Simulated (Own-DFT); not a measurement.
# Slab less bulk: wurtzite AlN, m plane (10-10)

Everything here is calculated. The program is Own-DFT (plane waves, in-house, since retired, never reviewed by a person); positions were held fixed, and spin and spin-orbit coupling were off.

Limits (not all hold for every row): some atoms lie very close together; k mesh not checked against a denser one.

Both sets of runs: PBE; PseudoDojo norm-conserving scalar-relativistic files; cutoff 42 hartree; Gaussian smearing of 0.01 eV. The slab has 128 atoms in 16 layers, two equal faces of 62.02 Å² as cut, 15 Å of vacuum, a dipole correction along the normal and a 6 x 3 x 1 mesh. The bulk cell has 128 atoms, the same measured lattice constants and a 3 x 3 x 3 mesh. In the slab only the 32 atoms nearest the faces were moved at random; u is their rms move along one axis. Energies are counted from -174.06 eV for each atom.

| slab run | u (Å) | E (eV, cell) |
|---|---|---|
| 1 | 0.0459 | 21.013 |
| 2 | 0.0476 | 21.586 |
| 3 | 0.0478 | 21.093 |
| 4 | 0.0489 | 20.655 |
| 5 | 0.0497 | 21.215 |
| 6 | 0.0501 | 21.598 |
| 7 | 0.0502 | 20.806 |
| 8 | 0.0569 | 21.209 |
| 9 | 0.0930 | 26.427 |
| 10 | 0.1077 | 29.581 |
| 11 | 0.1142 | 29.792 |
| 12 | 0.1164 | 29.878 |

```
bulk run,u (Å),E (meV/atom)
1,0.0190,-3.06
2,0.0190,-2.66
3,0.0198,-2.95
4,0.0199,-2.02
5,0.0199,-1.64
6,0.0934,282.89
7,0.0982,277.23
8,0.0994,317.29
9,0.0998,302.40
10,0.1004,290.04
```

The question: what is the energy of the unrelaxed surface?

## Solution

Take each set to u = 0 with E = a + b u². Residuals are scaled by 1/(u² + 0.0006 Å²) to tame the large moves. Slab: a = 19.17 ± 0.24 eV. Bulk: a = -14.7 ± 0.6 meV/atom. The excess is 19.17 - 128 x (-0.0147) = 21.05 ± 0.25 eV. Over two faces that is 170 meV/Å², or 2.72 ± 0.03 J/m². Relaxing the faces would lower the energy, and the unlike meshes and the reach from the smallest u down to zero add errors that aren't counted here.
